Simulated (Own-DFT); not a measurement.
# Computed records: GaAs (zincblende with one plane slipped along a stacking-fault path, atoms displaced), SiC (4H silicon carbide, atoms displaced), SiC (twinned 3C silicon carbide, atoms displaced)

All values are calculated (Own-DFT development build). A calculation, not a measurement: plane-wave PBE density functional theory by an unreviewed code, no spin, of a simulated periodic cell, stress positive in tension, free energy of the whole cell less one offset for each atom, forces on such cells passed a denser k mesh, this cell's mesh not checked; offsets are fitted by least squares, one for each functional and potential file, so energies compare only between cells with the same atoms and settings and are not formation energies; the far tail of each file's local potential was reset to the Coulomb form; each entry is a single point on an unrelaxed cell, so the pressure reflects the starting lattice, mostly measured values (interpolated for alloys), from which strain is counted, and rises with the displacements; printed positions are rounded, which can move forces by about a meV/angstrom; the program, named Own-DFT, is a retired in-house code; no spin-orbit coupling.

Common to all runs: functional PBE; potential files PseudoDojo norm-conserving, scalar-relativistic, standard set; wave cutoff 42 hartree; occupations Fermi-Dirac; smearing width 0.1 eV.

(1) GaAs (zincblende with one plane slipped along a stacking-fault path, atoms displaced)

```
CELL_PARAMETERS angstrom
5.65330 -5.65330 0.00000
0.00000 5.65330 -5.65330
11.49500 11.49500 10.92970
ATOMIC_POSITIONS crystal
Ga 0.00132 0.99451 0.99997
As 0.99846 0.02307 0.12364
Ga 0.17154 0.31190 0.16256
As 0.15134 0.31274 0.29338
Ga 0.31428 0.13890 0.33114
As 0.31865 0.12212 0.45585
Ga 0.01922 0.04415 0.49576
As 0.02039 0.02602 0.62616
Ga 0.18027 0.36408 0.66551
As 0.17316 0.34430 0.78819
Ga 0.33927 0.17488 0.83523
As 0.33411 0.16767 0.96052
Ga 0.98907 0.48663 0.99841
As 0.98679 0.48603 0.12222
Ga 0.15675 0.81512 0.16558
As 0.15240 0.81009 0.29414
Ga 0.32103 0.64321 0.32897
As 0.32030 0.63497 0.45658
Ga 0.02665 0.53813 0.49657
As 0.01620 0.51957 0.62046
Ga 0.16883 0.83661 0.66463
As 0.16747 0.83869 0.78928
Ga 0.34439 0.66538 0.83527
As 0.32429 0.65049 0.95543
Ga 0.49108 0.98907 0.99800
As 0.50478 0.99585 0.12352
Ga 0.65944 0.32167 0.16694
As 0.65385 0.30617 0.29015
Ga 0.83228 0.14837 0.33414
As 0.80625 0.13263 0.46171
Ga 0.52362 0.04367 0.49848
As 0.51375 0.01785 0.62606
Ga 0.68378 0.35301 0.66424
As 0.67820 0.35075 0.79525
Ga 0.84269 0.17208 0.83408
As 0.84679 0.15879 0.95734
Ga 0.50521 0.50418 0.99851
As 0.50415 0.48915 0.12913
Ga 0.66181 0.82595 0.16512
As 0.64535 0.80625 0.28993
Ga 0.82593 0.64345 0.33440
As 0.80344 0.62998 0.45925
Ga 0.53262 0.53995 0.49512
As 0.52388 0.53268 0.62154
Ga 0.67392 0.83921 0.66907
As 0.68247 0.85551 0.78597
Ga 0.82159 0.66901 0.83401
As 0.83567 0.65830 0.95804
```

| Quantity | Value |
| --- | --- |
| k mesh | 4 x 4 x 2 centred on Gamma |
| free energy of cell above offsets | -13.580 eV |
| pressure | 5.31 GPa |
| stress xx | -5.47 GPa |
| stress yy | -5.74 GPa |
| stress zz | -4.71 GPa |
| stress yz | -0.68 GPa |
| stress xz | 0.4 GPa |
| stress xy | 2.04 GPa |

Force:
```csv
element,x (eV/Å),y (eV/Å),z (eV/Å)
Ga,0.27,-0.393,0.475
As,-1.606,-2.497,2.918
Ga,1.621,2.726,-1.56
As,-0.085,-1.116,-0.606
Ga,0.537,0.007,-0.207
As,-0.951,1.041,-2.625
Ga,0.74,-0.055,2.73
As,-0.649,-0.083,-0.134
Ga,0.311,-1.008,0.193
As,0.466,0.028,0.35
Ga,-0.509,-0.398,-0.024
As,-0.01,-0.252,-0.198
Ga,0.337,-0.375,0.225
As,0.818,-0.345,0.105
Ga,-0.001,0.402,-0.605
As,-0.479,-0.583,-0.517
Ga,0.29,0.601,0.551
As,0.709,-0.738,-2.588
Ga,-1.285,0.755,2.186
As,-0.463,0.212,0.162
Ga,0.616,0.392,-0.74
As,0.558,0.207,0.59
Ga,-0.8,-0.112,-1.258
As,0.722,0.862,-0.061
Ga,0.368,-0.564,-0.065
As,-0.896,0.385,0.326
Ga,0.414,-0.458,0.4
As,0.385,0.323,0.059
Ga,-0.974,0.614,0.874
As,1.244,-1.808,-3.832
Ga,-0.426,1.246,4.017
As,-0.293,-0.098,0.054
Ga,0.058,0.523,0.314
As,-0.834,-0.867,0.323
Ga,-0.007,0.227,-0.577
As,-1.134,0.909,0.044
Ga,0.291,0.252,0.77
As,-0.746,-0.059,-1.264
Ga,0.347,0.004,0.176
As,1.145,-0.397,-0.498
Ga,-0.91,0.33,0.295
As,3.547,-3.88,-4.201
Ga,-3.034,3.599,4.196
As,-0.688,-0.41,1.028
Ga,-0.127,-0.518,-1.867
As,0.386,1.059,1.58
Ga,0.776,-0.265,-0.904
As,-0.052,0.569,-0.61
```

(2) SiC (4H silicon carbide, atoms displaced)

```
CELL_PARAMETERS angstrom
6.16540 0.00000 0.00000
-3.08270 5.33940 0.00000
0.00000 0.00000 10.06810
ATOMIC_POSITIONS crystal
Si 0.02018 0.01935 0.40315
Si 0.14207 0.32251 0.16214
C 0.99580 0.00648 0.08971
C 0.14597 0.32843 0.34796
Si 0.97472 0.49326 0.39092
Si 0.17893 0.83631 0.15401
C 0.98643 0.49011 0.09547
C 0.15221 0.81565 0.35306
Si 0.49733 0.98696 0.39475
Si 0.66301 0.33034 0.14919
C 0.51315 0.00727 0.10720
C 0.66360 0.29790 0.35312
Si 0.52857 0.54081 0.40343
Si 0.69036 0.83208 0.15924
C 0.49026 0.49401 0.08680
C 0.62520 0.82659 0.34586
Si 0.00475 0.03866 0.89392
Si 0.80697 0.62631 0.62865
C 0.00755 0.99142 0.60248
C 0.85625 0.68077 0.84417
Si 0.02993 0.51937 0.88928
Si 0.83336 0.17028 0.63537
C 0.97403 0.50317 0.61118
C 0.82360 0.16045 0.84409
Si 0.50627 0.98919 0.89873
Si 0.34955 0.67708 0.65695
C 0.50222 0.01661 0.58419
C 0.34806 0.67689 0.84416
Si 0.51102 0.49065 0.89417
Si 0.32843 0.16037 0.66551
C 0.49834 0.48652 0.59729
C 0.30980 0.14288 0.86059
```

| Item | Value |
| --- | --- |
| hardware | one NVIDIA H100 |
| k mesh | 5 x 5 x 3 centred on Gamma |
| free energy of cell above offsets | 5.699 eV |
| pressure | 10.91 GPa |
| stress xx | -17.13 GPa |
| stress yy | -14.45 GPa |
| stress zz | -1.15 GPa |
| stress yz | 0.67 GPa |
| stress xz | 1.47 GPa |
| stress xy | 1.6 GPa |
| wall time | 119.7 s |

Force:
```csv
element,x (eV/Å),y (eV/Å),z (eV/Å)
Si,-0.528,-2.385,2.437
Si,1.749,1.404,-1.476
C,2.054,-0.264,0.498
C,1.951,2.181,-0.608
Si,2.643,-0.387,2.993
Si,-1.437,-0.719,-0.177
C,1.436,1.995,-1.185
C,-0.626,2.389,-2.466
Si,-6.06,1.018,4.021
Si,-0.959,0.831,0.916
C,0.411,-2.302,-2.494
C,-3.908,4.68,-3.401
Si,-0.769,-8.231,1.639
Si,-3.455,-1.223,-1.33
C,0.089,0.259,1.552
C,7.863,0.802,-3.122
Si,-0.292,-6.346,3.107
Si,-3.18,8.298,6.207
C,-2.113,-0.071,-2.85
C,-1.807,-0.462,-1.059
Si,-3.838,-2.04,2.605
Si,0.603,-1.074,2.841
C,10.45,-3.28,-4.119
C,-1.069,3.311,-2.731
Si,-1.375,1.975,3.408
Si,-1.662,0.073,-0.802
C,0.545,-2.3,0.897
C,2.112,-1.774,-1.608
Si,0.754,1.453,2.192
Si,0.334,-0.762,-0.612
C,-4.455,-0.264,-1.703
C,4.544,3.216,-3.568
```

(3) SiC (twinned 3C silicon carbide, atoms displaced)

```
CELL_PARAMETERS angstrom
4.35960 -4.35960 0.00000
0.00000 4.35960 -4.35960
8.71920 8.71920 8.71920
ATOMIC_POSITIONS crystal
Si 0.99520 0.00248 0.43659
C 0.02597 0.02185 0.06564
Si 0.18610 0.33384 0.11322
C 0.15029 0.33508 0.23071
Si 0.36811 0.17662 0.26966
C 0.30388 0.12497 0.38616
Si 0.01157 0.50141 0.44175
C 0.01000 0.49761 0.06550
Si 0.16450 0.84803 0.10030
C 0.19018 0.84194 0.23680
Si 0.33582 0.66673 0.27241
C 0.33370 0.67908 0.39994
Si 0.46510 0.97975 0.43413
C 0.49908 0.99911 0.06223
Si 0.65347 0.31511 0.11186
C 0.65335 0.33266 0.24293
Si 0.80017 0.16863 0.27170
C 0.84505 0.20009 0.40073
Si 0.50168 0.51768 0.43763
C 0.51346 0.50482 0.05739
Si 0.66063 0.82292 0.11526
C 0.67879 0.80626 0.22472
Si 0.79601 0.65568 0.26523
C 0.83621 0.66402 0.41146
Si 0.02265 0.02304 0.93902
C 0.00719 0.99623 0.56047
Si 0.84735 0.66497 0.60658
C 0.83790 0.68582 0.72874
Si 0.66780 0.84927 0.77532
C 0.67934 0.81257 0.88594
Si 0.97630 0.50476 0.92497
C 0.99855 0.50539 0.56240
Si 0.86396 0.17519 0.61684
C 0.84158 0.17385 0.72477
Si 0.66605 0.30569 0.77798
C 0.65304 0.31450 0.89654
Si 0.49341 0.00556 0.93570
C 0.47815 0.97967 0.57381
Si 0.33285 0.66809 0.60132
C 0.31787 0.64829 0.72863
Si 0.15628 0.82206 0.77207
C 0.19581 0.82960 0.90352
Si 0.50785 0.50797 0.93735
C 0.49166 0.49286 0.55593
Si 0.31821 0.19684 0.60883
C 0.36431 0.18774 0.72722
Si 0.15820 0.32299 0.76849
C 0.13038 0.35079 0.89610
```

| Property | Result |
| --- | --- |
| hardware | one NVIDIA H100 |
| k mesh | 5 x 5 x 2 centred on Gamma |
| free energy of cell above offsets | 9.269 eV |
| pressure | 11.85 GPa |
| stress xx | -11.16 GPa |
| stress yy | -10.16 GPa |
| stress zz | -14.24 GPa |
| stress yz | 0.75 GPa |
| stress xz | -1.33 GPa |
| stress xy | -0.9 GPa |
| wall time | 194.8 s |

Force:
```csv
element,x (eV/Å),y (eV/Å),z (eV/Å)
Si,-0.216,0.467,-0.256
C,-2.868,1.092,0.532
Si,-2.533,0.624,-3.109
C,1.797,-0.41,1.068
Si,-8.384,6.866,6.201
C,2.399,2.958,-2.04
Si,-0.501,2.295,-1.071
C,-1.25,1.271,-0.089
Si,1.755,-2.024,3.962
C,-3.361,-0.373,-1.617
Si,-0.895,0.08,1.215
C,-1.868,-4.264,1.338
Si,6.104,3.068,-1.696
C,0.981,-0.258,0.943
Si,0.806,-1.87,-3.405
C,1.174,-5.076,-6.245
Si,5.623,-3.447,2.008
C,-4.067,-3.18,3.185
Si,-0.406,-1.95,1.801
C,1.787,1.664,2.014
Si,-3.864,-4.133,-5.643
C,-2.893,10,-3.59
Si,11.44,-4.062,4.892
C,-3.087,-0.862,-2.396
Si,-1.262,0.443,0.769
C,0.295,2.217,0.306
Si,-1.937,1.305,-0.953
C,0.052,-0.057,1.916
Si,-3.847,-4.022,-0.827
C,3.938,4.491,0.944
Si,3.984,3.221,2.768
C,1.337,-1.314,2.267
Si,-7.946,-3.596,-4.128
C,3.023,3.644,4.752
Si,-1.294,0.556,-4.528
C,-0.659,1.509,-1.756
Si,4.907,-2.387,2.576
C,0.949,0.226,-5.252
Si,0.345,0.177,2.084
C,1.224,0.546,-1.223
Si,1.114,-1.004,-1.67
C,-6.295,2.317,-2.126
Si,-2.325,0.349,0.304
C,2.345,2.037,-0.14
Si,0.527,-5.291,1.735
C,-1.596,2.369,2.952
Si,3.056,0.365,-0.193
C,2.396,-6.583,1.42
```
